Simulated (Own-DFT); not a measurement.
Simulation results for GaN (wurtzite, strained, atoms displaced)

Computed with Own-DFT development build. A calculation, not a measurement: plane-wave PBE density functional theory by an unreviewed code, no spin, of a simulated periodic cell, stress positive in tension, free energy of the whole cell less one offset for each atom, forces on such cells passed a denser k mesh, this cell's mesh not checked; offsets are fitted by least squares, one for each functional and potential file, so energies compare only between cells with the same atoms and settings and are not formation energies; the far tail of each file's local potential was reset to the Coulomb form; each entry is a single point on an unrelaxed cell, so the pressure reflects the starting lattice, mostly measured values (interpolated for alloys), from which strain is counted, and rises with the displacements; printed positions are rounded, which can move forces by about a meV/angstrom; the program, named Own-DFT, is a retired in-house code; no spin-orbit coupling.

Settings shared by all entries: functional PBE; potential files PseudoDojo norm-conserving, scalar-relativistic, standard set with the stringent files for Ga; wave cutoff 96 hartree; occupations Gaussian; smearing width 0.01 eV; k mesh 3 x 4 x 3 centred on Gamma.

(1) 
```xyz
96
Lattice="12.7560 0.0000 0.0000 -4.7835 8.2853 0.0000 0.0000 0.0000 10.5515" Properties=species:S:1:pos:R:3 formula=GaN
Ga     0.0020     1.8555     0.0087
Ga     1.5974     0.8263     2.5944
N      0.0766     1.7293     1.9663
N      1.5891     0.9179     4.6372
Ga     0.0146     1.8929     5.2452
Ga     1.6136     0.9199     7.9072
N     -0.0735     1.7771     7.3328
N      1.4424     0.9733     9.9210
Ga    -1.6653     4.5641    10.5318
Ga     0.0401     3.6476     2.6241
N     -1.6070     4.5975     1.9584
N     -0.0233     3.6473     4.6182
Ga    -1.5942     4.6628     5.3245
Ga    -0.0344     3.6002     7.8895
N     -1.4728     4.7115     7.1645
N      0.0849     3.6998     9.9253
Ga    -3.2259     7.3803    10.5287
Ga    -1.4872     6.5545     2.7576
N     -3.1821     7.3143     1.9365
N     -1.5727     6.4032     4.6524
Ga    -3.2147     7.3107     5.3027
Ga    -1.5455     6.3961     8.0056
N     -3.1783     7.3356     7.2275
N     -1.6257     6.4162     9.8909
Ga     3.1808     1.8960     0.0316
Ga     4.7803     1.0490     2.5501
N      3.1927     1.9076     1.9954
N      4.7580     0.8093     4.6894
Ga     3.2007     1.8461     5.2161
Ga     4.7277     0.8416     8.0039
N      3.2185     1.7213     7.2893
N      4.7509     0.9069     9.9920
Ga     1.6287     4.5078    10.4431
Ga     3.2244     3.7395     2.5818
N      1.6158     4.6245     1.9329
N      3.2107     3.7179     4.5907
Ga     1.6070     4.7125     5.2621
Ga     3.2478     3.6924     7.9226
N      1.6751     4.5389     7.2806
N      3.2383     3.6851     9.8459
Ga    -0.0821     7.5435    10.4807
Ga     1.6647     6.4840     2.6113
N     -0.0404     7.3785     2.0221
N      1.5445     6.5044     4.5992
Ga     0.0284     7.3866     5.2243
Ga     1.5416     6.3910     7.8942
N     -0.0334     7.3879     7.2716
N      1.5757     6.4421     9.9668
Ga     6.2654     1.8643    10.5413
Ga     7.9610     0.8949     2.5734
N      6.3617     1.7973     2.0278
N      7.9540     0.8737     4.6733
Ga     6.3635     1.7171     5.2450
Ga     7.9774     0.9630     7.9001
N      6.3854     1.8156     7.2035
N      8.0988     0.9181     9.9231
Ga     4.8398     4.6530    10.5068
Ga     6.3513     3.6988     2.6291
N      4.7679     4.6796     1.9236
N      6.3830     3.7160     4.5521
Ga     4.6970     4.5416     5.3531
Ga     6.3401     3.7792     7.9391
N      4.8067     4.5895     7.2774
N      6.3522     3.6569     9.9505
Ga     3.0998     7.3370     0.0091
Ga     4.8179     6.3873     2.7093
N      3.1654     7.3185     1.9590
N      4.8238     6.4075     4.6349
Ga     3.1293     7.3814     5.3124
Ga     4.7637     6.4147     7.9408
N      3.1490     7.3958     7.2341
N      4.8199     6.4973     9.8966
Ga     9.5111     1.8267     0.0161
Ga    11.1362     0.9299     2.7454
N      9.5546     1.9037     2.0341
N     11.1959     0.9457     4.6453
Ga     9.6416     1.8382     5.2240
Ga    11.1509     0.9754     8.0082
N      9.6845     1.8079     7.2615
N     11.1323     0.8627     9.9067
Ga     8.0182     4.6360    10.4764
Ga     9.6024     3.7148     2.5940
N      7.9592     4.5443     1.9726
N      9.6275     3.5651     4.7206
Ga     7.9865     4.6205     5.2116
Ga     9.5603     3.6312     7.9272
N      7.9759     4.5693     7.2488
N      9.5447     3.7358     9.9304
Ga     6.4192     7.3260    10.5323
Ga     7.9492     6.4076     2.6259
N      6.4263     7.3825     1.9368
N      7.9456     6.4477     4.6389
Ga     6.3251     7.3023     5.2093
Ga     7.9192     6.4337     7.9578
N      6.3256     7.3292     7.3258
N      7.9427     6.4840     9.7973
```

(2) 
```xyz
96
Lattice="12.7560 0.0000 0.0000 -4.7835 8.2853 0.0000 0.0000 0.0000 10.5515" Properties=species:S:1:pos:R:3 formula=GaN
Ga     0.1302     1.8059    10.4668
Ga     1.4926     0.8964     2.7354
N     -0.0607     1.8273     2.0553
N      1.5892     0.9320     4.5867
Ga     0.0175     1.8273     5.2388
Ga     1.5920     1.0260     7.8037
N     -0.0625     1.7545     7.3257
N      1.6120     0.9721     9.8801
Ga    -1.5816     4.6196    10.5403
Ga     0.0718     3.6996     2.6921
N     -1.6256     4.5928     1.9978
N     -0.0385     3.7191     4.6623
Ga    -1.5676     4.5524     5.2739
Ga     0.0410     3.7178     7.9458
N     -1.6005     4.6324     7.3238
N      0.0281     3.7097     9.9388
Ga    -3.2041     7.2462     0.0210
Ga    -1.5443     6.3979     2.6129
N     -3.2081     7.2886     1.9812
N     -1.6294     6.4436     4.5643
Ga    -3.1484     7.3848     5.2888
Ga    -1.7156     6.4910     7.9652
N     -3.2210     7.3644     7.2959
N     -1.6275     6.5197     9.8507
Ga     3.2119     1.8457     0.0099
Ga     4.7922     0.9791     2.6712
N      3.1847     1.8735     1.9872
N      4.7353     0.8958     4.7257
Ga     3.1913     1.8473     5.3841
Ga     4.7590     0.8735     7.8893
N      3.1788     1.7983     7.2800
N      4.7329     0.9285     9.8156
Ga     1.5156     4.6024     0.0601
Ga     3.2035     3.7353     2.6739
N      1.5524     4.6174     2.0042
N      3.1844     3.7157     4.5862
Ga     1.6221     4.4960     5.4066
Ga     3.1111     3.6873     7.9792
N      1.6904     4.6317     7.2957
N      3.1750     3.7077     9.8701
Ga     0.0689     7.2686     0.0531
Ga     1.5629     6.5317     2.6412
N     -0.0372     7.3258     1.9458
N      1.5873     6.4087     4.6355
Ga    -0.0565     7.3926     5.2300
Ga     1.5772     6.4834     7.9301
N      0.0111     7.3883     7.2416
N      1.6278     6.4563     9.8408
Ga     6.3603     1.9246     0.0673
Ga     7.9053     0.8944     2.7622
N      6.3522     1.8467     2.0532
N      8.0058     0.9101     4.6239
Ga     6.4850     1.8294     5.2401
Ga     8.1067     0.9590     7.9592
N      6.3808     1.8162     7.2085
N      7.8830     0.9042     9.9204
Ga     4.7366     4.5975    10.5509
Ga     6.4208     3.7044     2.6369
N      4.7435     4.6655     1.8748
N      6.2639     3.7303     4.5891
Ga     4.6958     4.5571     5.3221
Ga     6.3187     3.7341     7.9581
N      4.8299     4.5990     7.3369
N      6.4036     3.5433     9.9091
Ga     3.1246     7.3816    10.5301
Ga     4.7885     6.4720     2.6865
N      3.1492     7.3658     2.1066
N      4.8407     6.4356     4.5976
Ga     3.1790     7.3579     5.2997
Ga     4.8002     6.4222     7.9022
N      3.1391     7.3276     7.3371
N      4.8784     6.4665     9.9162
Ga     9.5297     1.8978    10.5347
Ga    11.1782     0.9525     2.6841
N      9.5994     1.8633     2.0507
N     11.1592     0.8867     4.6800
Ga     9.5690     1.8693     5.3121
Ga    11.2224     0.9668     7.8587
N      9.5983     1.8571     7.2167
N     11.2457     0.9224     9.9433
Ga     7.9420     4.5689    10.5212
Ga     9.5819     3.7044     2.6485
N      7.9192     4.5916     1.9959
N      9.5645     3.6141     4.6618
Ga     8.0444     4.5514     5.2807
Ga     9.5522     3.6969     7.8939
N      7.9453     4.6108     7.2952
N      9.5651     3.7141     9.9130
Ga     6.4166     7.4252    10.5466
Ga     7.9440     6.4003     2.5640
N      6.3581     7.3353     1.9085
N      7.9590     6.3252     4.5545
Ga     6.4000     7.4650     5.3771
Ga     7.8768     6.4255     7.9083
N      6.3661     7.3127     7.2110
N      7.9001     6.4197     9.9387
```

## Withheld values
1. Give the missing stress xx for GaN (wurtzite, strained, atoms displaced) (entry 1).
2. What stress yy does the calculation give for GaN (wurtzite, strained, atoms displaced) (entry 2)?
3. Give the table of force values for GaN (wurtzite, strained, atoms displaced) (entry 2).

Answers
1. -6.18 GPa
2. -4.48 GPa
3. 
Force:
```csv
element,x (eV/Å),y (eV/Å),z (eV/Å)
Ga,-2.15,0.843,1.77
Ga,1.269,-0.233,-2.53
N,1.449,0.851,-0.775
N,0.323,0.106,1.98
Ga,-0.695,0.239,0.553
Ga,-0.363,-2.281,2.191
N,2.642,3.155,-2.234
N,1.265,-1.596,-0.83
Ga,-0.315,0.057,0.305
Ga,-1.407,-0.537,-0.421
N,1.065,-0.174,-0.417
N,1.485,-1.193,0.007
Ga,-1.237,1.519,0.831
Ga,-0.703,-0.054,0.083
N,0.416,-0.347,-0.745
N,-0.825,-0.464,-0.85
Ga,-0.504,1.842,0.102
Ga,-1.404,0.439,0.34
N,0.424,0.833,0.008
N,0.456,-0.556,0.601
Ga,-1.244,-1.186,-0.31
Ga,1.899,-0.178,-0.909
N,-0.919,0.817,-0.878
N,1.011,-1.387,1.179
Ga,-0.151,-0.194,0.078
Ga,-1.385,-0.59,0.355
N,-0.428,-0.282,0.462
N,0.744,1.182,-1.59
Ga,0.256,0.172,-1.714
Ga,1.305,0.639,0.309
N,0.197,1.599,-0.319
N,0.987,-0.485,1.555
Ga,1.879,0.382,-0.125
Ga,0.027,-0.266,-1.216
N,0.766,0.586,-0.081
N,-0.758,-1.163,1.128
Ga,-0.479,1.808,-1.779
Ga,2.32,-0.555,0.131
N,-1.965,-0.248,-0.077
N,-0.633,-0.134,0.872
Ga,-1.205,1.918,-1.488
Ga,0.043,-1.515,1.044
N,0.567,1.114,0.593
N,-0.334,0.026,0.243
Ga,0.828,-1.499,0.959
Ga,-0.59,0.154,-0.45
N,-1.04,-1.263,-0.168
N,-0.724,-0.987,1.054
Ga,-0.786,-3.497,0.166
Ga,1.319,0.541,-1.974
N,0.533,0.063,-0.486
N,0.354,-0.144,1
Ga,-2.03,0.878,1.025
Ga,-2.574,-0.718,-0.253
N,0.578,0.524,0.597
N,1.316,0.799,0.017
Ga,0.724,0.558,-0.682
Ga,-1.843,0.199,0.433
N,0.355,-0.654,1.885
N,1.627,-1.112,0.362
Ga,1.583,1.345,0.173
Ga,1.42,-2.295,-0.261
N,-2.16,-0.052,-1.125
N,-0.503,3.671,-0.76
Ga,1.873,-0.3,0.93
Ga,0.198,-0.243,-0.801
N,0.401,0.454,-1.69
N,-0.74,0.286,1.42
Ga,0.191,-0.765,0.146
Ga,-0.724,0.469,0.906
N,1.664,0.973,-1.012
N,-1.529,-0.149,-0.636
Ga,0.706,-1.258,1.069
Ga,-1.033,-1.302,-0.416
N,-1.172,-0.318,-0.565
N,0.147,1.493,-0.545
Ga,0.196,-1.21,-0.667
Ga,-2.726,-2.138,2.124
N,0.437,0.1,0.882
N,-1.129,1.202,-1.335
Ga,-0.267,0.231,0.665
Ga,-0.679,-0.446,0.023
N,1.372,-0.513,-0.998
N,0.679,0.893,-0.641
Ga,-1.993,0.749,0.161
Ga,0.031,0.248,0.569
N,0.265,-0.449,-0.419
N,0.125,-0.121,-0.628
Ga,-0.816,-0.414,0.458
Ga,-0.319,0.588,1.025
N,0.142,0.906,1.394
N,0.421,1.841,0.877
Ga,0.14,-2.991,-2.292
Ga,1.276,0.225,0.619
N,-0.305,1.299,1.504
N,1.089,-0.363,-1.074
```

Further results for GaN (wurtzite, strained, atoms displaced) (entry 1):

| Property | Result |
| --- | --- |
| free energy of cell above offsets | -4.373 eV |
| pressure | 4.06 GPa |
| stress yy | -6.15 GPa |
| stress zz | 0.15 GPa |
| stress yz | 0.43 GPa |
| stress xz | -0.22 GPa |
| stress xy | -0.4 GPa |

Force:
```csv
element,x (eV/Å),y (eV/Å),z (eV/Å)
Ga,-2.064,0.307,0.739
Ga,0.346,0.583,0.91
N,-1.467,1.414,0.358
N,0.213,-0.398,-0.52
Ga,0.183,-1.137,1.071
Ga,-0.947,-0.649,0.083
N,1.718,0.71,-1.431
N,3.581,-1.284,-0.857
Ga,2.199,0.882,1.11
Ga,-0.281,0.062,-0.304
N,0.935,0.444,0.288
N,0.719,1.646,-0.174
Ga,0.079,-1.654,-1.359
Ga,0.746,0.822,0.292
N,-0.861,-1.817,2.361
N,-2.666,-0.757,-1.168
Ga,0.202,0.054,0.024
Ga,-1.936,-1.944,-1.313
N,0.313,-0.325,0.534
N,-0.386,1.137,-0.153
Ga,0.404,0.889,0.075
Ga,-0.906,1.016,-1.465
N,-0.211,-0.152,1.106
N,0.123,0.784,0.596
Ga,-1.311,-0.248,-0.213
Ga,-0.718,-2.446,1.755
N,-0.417,-0.406,-0.395
N,-0.157,3.036,-2.018
Ga,-0.265,-0.494,0.847
Ga,1.38,1.037,-1.319
N,-0.265,2.022,-0.488
N,-0.468,3.464,-1.927
Ga,0.375,2.168,1.672
Ga,-0.762,0.269,0.459
N,-0.036,-0.236,0.217
N,-0.946,-0.483,-0.116
Ga,-0.485,-1.708,0.125
Ga,-0.337,-1.507,-0.367
N,-1.075,0.439,-0.665
N,0.528,-0.147,0.467
Ga,0.437,-6.336,2.595
Ga,-2.058,-0.851,-0.109
N,1.663,1.48,-1.157
N,1.171,-0.81,-0.323
Ga,-1.36,-1.415,1.801
Ga,0.516,0.717,0.646
N,0.597,-1.081,-0.055
N,-1.077,-0.06,-1.365
Ga,2.541,-0.326,0.689
Ga,0.498,-0.036,1.125
N,0.7,1.327,-1.326
N,1.023,0.45,-1.41
Ga,-0.055,1.767,0.369
Ga,0.368,-0.245,0.037
N,-0.719,0.617,1.422
N,-3.639,-0.63,-0.812
Ga,-0.925,0.529,0.588
Ga,0.116,-0.102,-0.097
N,0.576,-1.269,-0.044
N,-0.66,-0.865,1.026
Ga,2.127,0.653,-0.916
Ga,1.408,-2.168,-0.346
N,-0.819,0.389,-0.223
N,0.755,0.56,-0.991
Ga,1.658,0.401,-0.24
Ga,-0.016,1.398,-0.963
N,1.614,0.967,0.23
N,-1.997,-0.404,-0.01
Ga,1.039,-0.403,-0.187
Ga,-0.353,1.253,-0.191
N,0.14,-0.866,0.817
N,-1.045,-0.878,-0.049
Ga,2.204,0.615,0.976
Ga,0.655,-0.066,-1.821
N,0.073,-1.315,-0.567
N,0.086,-1.275,-0.033
Ga,-1.245,-1.561,1.509
Ga,0.043,-2.312,-0.257
N,-1.98,0.865,-0.372
N,0.192,1.422,0.914
Ga,-1.367,0.223,1.255
Ga,-0.243,0.056,1.287
N,0.094,0.826,-0.559
N,-0.616,3.352,-1.634
Ga,0.03,-1.27,0.76
Ga,0.332,0.659,-0.807
N,0.087,0.309,0.167
N,0.216,-1.595,-1.298
Ga,-0.802,0.996,0.495
Ga,0.497,0.117,0.008
N,-0.883,-0.262,0.978
N,0.463,-0.148,-0.879
Ga,1.064,1.344,2.11
Ga,0.675,0.311,-2.456
N,0.333,0.507,-1.183
N,0.794,-0.954,2.031
```

Further results for GaN (wurtzite, strained, atoms displaced) (entry 2):

| Quantity | Value |
| --- | --- |
| free energy of cell above offsets | -5.015 eV |
| pressure | 3.78 GPa |
| stress xx | -6.13 GPa |
| stress zz | -0.74 GPa |
| stress yz | 0.67 GPa |
| stress xz | 0.59 GPa |
| stress xy | -0.08 GPa |
